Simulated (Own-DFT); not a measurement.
# Point defects and the pressure they add: B20 RuSi

Everything here is calculated. The program is Own-DFT (plane waves, in-house, since retired, never reviewed by a person); positions were held fixed, and spin and spin-orbit coupling were off.

Method: PBE; PseudoDojo norm-conserving scalar-relativistic files; cutoff 50 hartree; 5 x 4 x 5 k mesh centred on Gamma; cold (Marzari-Vanderbilt) smearing of 0.2 eV.

Known weak points (not all hold for every row): not probed for a lower state with spin; forces on such cells failed a check on a denser k mesh; stress not checked against mesh or cutoff.

All runs share one cell, with vectors in Å (4.709, 0.000, 4.709); (0.000, 9.417, 0.000); (-4.709, 0.000, 4.709) and a volume of 417.6 Å³. The atoms are randomly displaced, by u rms on each axis. The defect's site can differ from row to row.

| cell | formula | u (Å) | P (GPa) |
|---|---|---|---|
| no defect | Ru16Si16 | 0.0184 | 4.73 |
| no defect | Ru16Si16 | 0.0189 | 4.61 |
| no defect | Ru16Si16 | 0.0502 | 5.37 |
| one Ru on a Si site | Ru17Si15 | 0.0265 | 7.75 |
| one Ru on a Si site | Ru17Si15 | 0.0286 | 7.92 |
| one Ru on a Si site | Ru17Si15 | 0.0524 | 8.77 |
| one Si on a Ru site | Ru15Si17 | 0.0290 | ? |
| one Si on a Ru site | Ru15Si17 | 0.0301 | 6.09 |
| one Si on a Ru site | Ru15Si17 | 0.0485 | 7.14 |
| one Si on a Ru site | Ru15Si17 | 0.0546 | 8.88 |
| one Ru vacancy | Ru15Si16 | 0.0316 | 3.44 |
| one Ru vacancy | Ru15Si16 | 0.0499 | 4.41 |
| one Ru vacancy | Ru15Si16 | 0.0535 | 4.40 |
| one Si vacancy | Ru16Si15 | 0.0293 | 2.44 |
| one Si vacancy | Ru16Si15 | 0.0520 | 3.45 |
| one Si vacancy | Ru16Si15 | 0.0533 | 3.75 |

## Worked fit

P = P0 + c u² + a shift for each defect gives P0 = 4.25 GPa, c = 614 ± 126 GPa/Å² and a scatter of 0.45 GPa. The shifts, and each times the cell's volume:

- one Ru on a Si site: 3.03 ± 0.37 GPa, 7.9 eV
- one Si on a Ru site: 1.85 ± 0.39 GPa, 4.8 eV
- one Ru vacancy: -1.46 ± 0.39 GPa, -3.8 eV
- one Si vacancy: -2.34 ± 0.39 GPa, -6.1 eV

Positive is outwards. The product with the volume (160.2 GPa Å³ to the eV) is nearly free of the cell's size; divided by the bulk modulus at the cell's pressure it gives the volume that the defect adds. The atoms around the defects weren't relaxed, which would change these numbers.

## Test on the hidden row

Question: what pressure belongs in the blank (one Si on a Ru site, u = 0.0290 Å)?

From the fit: 6.61 ± 0.54 GPa. The hidden result is 5.68 GPa.
